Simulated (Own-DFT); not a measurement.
# Same atoms, different arrangement: C36Si36, 72 atoms

The numbers are computed, not measured, by runs of the plane-wave DFT program Own-DFT (in-house, retired, unreviewed) at fixed positions, with no spin and no spin-orbit coupling.

Common settings: PBE; PseudoDojo norm-conserving scalar-relativistic files; cutoff 42 hartree; 4 x 4 x 3 k mesh centred on Gamma; Fermi-Dirac smearing of 0.1 eV.

Limits: forces on such cells passed a denser k mesh, each cell not checked; stress not checked against mesh or cutoff.

All cells hold the same atoms in the same cell, with vectors in Å (9.248, 0.000, 0.000); (-4.624, 8.009, 0.000); (0.000, 0.000, 10.068). Every atom was moved at random from its ideal site; u is the rms move along one axis. Free energies are per cell, over the lowest run. The arrangements:

- A: 2H SiC
- B: 4H SiC

| arrangement | u (Å) | E (eV) | P (GPa) |
|---|---|---|---|
| A | 0.0275 | 0.000 | 3.71 |
| A | 0.0286 | 0.185 | 3.78 |
| A | 0.0291 | 0.393 | 3.89 |
| A | 0.0565 | 6.734 | 6.12 |
| A | 0.0604 | 6.876 | 5.65 |
| A | 0.0605 | 7.978 | 6.29 |
| B | 0.0293 | 0.012 | 3.64 |
| B | 0.0309 | 0.600 | 4.00 |
| B | 0.0311 | 0.434 | 3.88 |
| B | 0.0569 | 6.603 | 5.85 |
| B | 0.0570 | 6.500 | 5.77 |
| B | 0.0645 | 8.838 | 6.75 |

The question: once the cost of the random moves is taken out, how do the arrangements rank?

## Worked answer

Fit E = a + b u², with one b for all and one a for each arrangement, and with residuals divided by u², since the noise grows with the moves. Then b = 2642 eV/Å², the scatter at u = 0.04 Å is 0.20 eV, and against A:

- B: -0.16 ± 0.09 eV (not told apart from A)

The cells share one lattice and weren't relaxed, which can shift such small differences either way.
